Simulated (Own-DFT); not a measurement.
# Misfit strain and the stress it brings: wurtzite AlGaN with randomly placed atoms, 128 atoms (Al48Ga16N64)

Everything here is calculated. The program is Own-DFT (plane waves, in-house, since retired, never reviewed by a person); positions were held fixed, and spin and spin-orbit coupling were off.

All runs used: PBE; PseudoDojo norm-conserving scalar-relativistic files (stringent for Ga); cutoff 96 hartree; 3 x 3 x 3 k mesh centred on Gamma; Gaussian smearing of 0.01 eV.

Known weak points: k mesh not checked against a denser one; stress not checked against mesh or cutoff.

Unstrained cell vectors in Å: (12.525, 0.000, 0.000); (-6.263, 10.847, 0.000); (0.000, 0.000, 10.066). The unstrained cell has measured lattice constants (interpolated for alloys), not those of this functional. That, the random moves and any unrelaxed bonds set the pressure at no strain. Each run strains x and y alike by e, as a substrate would, and holds the height along z. Random moves of width 0.05 Å per axis were added to every atom. The random placing of the alloy's atoms differs from row to row. Stress is positive in tension.

```
e (%)  u (Å)  (s_xx + s_yy)/2 (GPa)  s_zz (GPa)
-2.25  0.052                 -20.88      -10.90
-1.75  0.047                 -17.50       -8.03
-1.50  0.049                      ?           ?
-1.00  0.050                 -12.55       -7.80
 0.25  0.052                  -5.55       -6.29
 0.75  0.050                  -1.99       -5.23
 1.75  0.050                   3.17       -4.27
 2.00  0.053                   3.50       -4.07
 2.50  0.049                   6.08       -2.44
 3.00  0.051                   8.21       -3.14
```

## Working it out

With e as a fraction, the in-plane stress is -6.5 + 577 e - 2848 e² GPa (errors 7 and 468, scatter 0.34), and s_zz is -6.6 + 139 e GPa (slope ± 13, scatter 0.71). At e = 0 the first slope is C11 + C12 and the second 2 C13, both with the ions held to the strained lattice and at the cell's own pressure. The term in e² is negative: the layer stiffens under compression and softens under tension. A free layer would change its height as e changes, and the in-plane slope would drop by 2 C13²/C33 to the biaxial modulus. At fixed height, a misfit of 1 % moves the in-plane stress by about 5.8 GPa and s_zz by 1.4 GPa.

## Withheld run

The question: what are the two stresses at e = -1.50 %?

Estimate: -15.8 and -8.7 GPa. Computed: -15.58 and -8.31 GPa.
